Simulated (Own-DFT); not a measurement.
# Which defects push the lattice out? zincblende GaAs

Everything here is calculated. The program is Own-DFT (plane waves, in-house, since retired, never reviewed by a person); positions were held fixed, and spin and spin-orbit coupling were off.

All runs used: PBE; PseudoDojo norm-conserving scalar-relativistic files; cutoff 42 hartree; 3 x 3 x 3 k mesh centred on Gamma; Fermi-Dirac smearing of 0.1 eV.

Caveats (not all hold for every row): not probed for a lower state with spin; forces on such cells failed a check on a denser k mesh; forces not confirmed at this smearing and k mesh; forces on such cells passed a denser k mesh, each cell not checked; stress not checked against mesh or cutoff.

All runs share one cell, with vectors in Å (11.307, 0.000, 0.000); (0.000, 11.307, 0.000); (0.000, 0.000, 11.307) and a volume of 1445.4 Å³. The atoms are randomly displaced, by u rms on each axis. The defect's site can differ from row to row.

```
cell,formula,u (Å),P (GPa)
no defect,As32Ga32,0.0198,3.50
no defect,As32Ga32,0.0202,3.52
no defect,As32Ga32,0.0470,3.93
one In on a Ga site,As32Ga31In,0.0277,4.29
one In on a Ga site,As32Ga31In,0.0297,4.25
one In on a Ga site,As32Ga31In,0.0457,4.59
one Al on a Ga site,AlAs32Ga31,0.0453,3.81
one Al on a Ga site,AlAs32Ga31,0.0520,3.96
one Al on a Ga site,AlAs32Ga31,0.0557,4.21
one P on an As site,As31Ga32P,0.0280,3.35
one P on an As site,As31Ga32P,0.0294,3.34
one P on an As site,As31Ga32P,0.0296,?
one P on an As site,As31Ga32P,0.0307,3.33
two Ga vacancies,As32Ga30,0.0270,2.92
two Ga vacancies,As32Ga30,0.0289,2.90
two Ga vacancies,As32Ga30,0.0311,3.01
```

## What the rows give

P = P0 + c u² + a shift for each defect gives P0 = 3.39 GPa, c = 257 ± 25 GPa/Å² and a scatter of 0.05 GPa. The shifts, and each times the cell's volume:

- one In on a Ga site: 0.66 ± 0.04 GPa, 6.0 eV
- one Al on a Ga site: -0.08 ± 0.06 GPa, -0.7 eV (not resolved)
- one P on an As site: -0.28 ± 0.04 GPa, -2.5 eV
- two Ga vacancies: -0.67 ± 0.04 GPa, -6.0 eV (-3.0 eV for each of its 2 sites)

Against the defect-free cell, a freed cell would be larger where the shift is positive and smaller where it is negative (160.2 GPa Å³ is 1 eV). The atoms around the defects weren't relaxed, which would change these numbers.

## Test on the hidden row

Question: what pressure belongs in the blank (one P on an As site, u = 0.0296 Å)?

The fit gives 3.34 ± 0.06 GPa. The hidden result is 3.33 GPa.
